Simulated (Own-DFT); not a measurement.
# How strain changes the stress of wurtzite GaN, 96 atoms (Ga48N48)

Calculated, not measured: single-point runs of Own-DFT, a retired in-house plane-wave DFT program that no person has reviewed, on unrelaxed cells, without spin or spin-orbit coupling.

All runs used: PBE; PseudoDojo norm-conserving scalar-relativistic files; cutoff 42 hartree; 3 x 4 x 3 k mesh centred on Gamma; Fermi-Dirac smearing of 0.1 eV.

Keep in mind: forces on such cells passed a denser k mesh, each cell not checked; stress not checked against mesh or cutoff.

Unstrained cell vectors in Å: (12.756, 0.000, 0.000); (-4.784, 8.285, 0.000); (0.000, 0.000, 10.370). The unstrained cell has measured lattice constants (interpolated for alloys), not those of this functional. That, the random moves and any unrelaxed bonds set the pressure at no strain. Each run strains this cell uniformly, with the atoms carried along. Random moves of width 0.05 Å per axis were added to every atom. Strain is the symmetric tensor, in per cent. Stress is positive in tension, and the pressure is minus a third of its trace.

```
run,e_xx (%),e_yy (%),e_zz (%),e_yz (%),e_xz (%),e_xy (%),s_xx (GPa),s_yy (GPa),s_zz (GPa),s_yz (GPa),s_xz (GPa),s_xy (GPa),P (GPa),E (meV/atom)
1,-1.02,1.11,-1.41,-1.18,1.43,-0.30,-11.69,-4.36,-15.95,-2.96,2.86,0.01,10.66,25.4
2,-1.39,0.19,-0.03,1.16,-0.90,0.73,-13.14,-9.65,-10.01,3.36,-1.99,1.80,10.94,31.9
3,0.91,-0.33,-1.08,1.54,0.40,-0.82,-4.17,-9.12,-12.83,3.57,1.01,-1.85,8.71,8.6
4,0.28,-1.95,-1.22,1.58,0.43,-1.64,-10.34,-17.21,-15.51,3.63,1.23,-4.86,14.36,40.6
5,1.68,0.14,-0.77,-0.38,-1.34,0.59,-1.21,-5.41,-10.31,-0.84,-3.02,1.21,5.64,2.0
6,-1.53,1.81,-1.29,1.31,1.50,0.83,-12.06,-3.65,-14.16,3.04,3.43,2.21,9.96,18.9
7,-0.85,1.93,1.65,0.51,-1.09,-1.62,-7.73,0.15,-0.51,0.80,-2.19,-4.77,2.69,0.0
8,-1.63,-1.80,-0.70,-0.82,-0.91,-1.10,-20.45,-18.16,-12.99,-1.69,-1.92,-4.47,17.20,45.6
9,-1.29,0.66,1.03,0.13,0.48,0.83,-11.89,-5.39,-3.09,-0.06,1.09,0.56,6.79,0.4
10,-1.88,-1.51,0.01,0.00,0.70,1.80,-17.26,-16.81,-11.48,-0.13,1.92,6.19,15.18,38.1
11,-0.35,-0.90,-0.17,-0.02,1.76,1.73,-10.61,-12.33,-10.04,-0.41,3.95,6.81,10.99,24.5
12,-1.94,-1.94,0.17,-1.49,-0.59,0.11,-20.80,-18.07,-8.67,-2.73,-1.93,0.76,15.85,30.7
13,1.48,-1.42,-1.44,-1.52,-0.12,-1.59,-5.09,-12.45,-15.71,-2.71,-0.30,-4.68,11.09,31.3
14,-1.29,-1.83,0.43,1.90,-1.59,-1.25,-15.22,-19.34,-8.65,3.23,-2.80,-6.05,14.40,53.3
15,-1.77,0.78,-1.78,-1.19,-1.09,1.95,-14.74,-8.63,-16.52,-2.88,-1.83,5.53,13.30,19.3
16,0.50,0.69,-1.60,-1.59,0.55,-1.55,?,?,?,?,?,?,?,?
```

E is the free energy per atom, counted from the lowest run shown.

## Analysis

Least squares on the runs shown: each stress against a constant and the strains, taken as fractions with shears doubled. Shear strains stay in the fit of a normal stress only where such slopes are resolved. The slopes, in GPa:

```
stress,at no strain,per e_xx,per e_yy,per e_zz,scatter
s_xx,-8.0,432 ± 19,171 ± 16,43 ± 25,0.84
s_yy,-7.7,151 ± 10,435 ± 8,91 ± 13,0.42
s_zz,-8.5,54 ± 19,57 ± 16,466 ± 23,0.83
```

Also, s_xx gains 24 ± 10 per 2 e_yz; s_yy gains -27 ± 5 per 2 e_yz; s_yy gains 17 ± 5 per 2 e_xz.

The slope of each shear stress on twice its own strain, from a fit on all six strains: yz 107 ± 7, xz 105 ± 4, xy 154 ± 12 GPa. These are stiffnesses along x, y and z of the frame in which the cell vectors are given, with the crystal's c axis along z: C11, C12, C13 and C33. Hexagonal symmetry asks that xx and yy behave alike, which is a second check on the noise. No internal relaxation is included, and where it is allowed it would reduce some of the slopes. The table should be nearly symmetric about its diagonal, and what it lacks of that shows the noise. A ninth of the table's sum, 211 ± 5 GPa, estimates the bulk modulus near the mean pressure of these runs, 11.2 GPa, so it lies above the value at zero pressure.

## Prediction

Q: what normal stresses and pressure should run 16 give?

The fitted form gives s_xx = -6.1, s_yy = -4.4, s_zz = -15.3 and P = 8.6 GPa. The calculation gave -7.38, -5.17, -14.16 and P = 8.90 GPa.
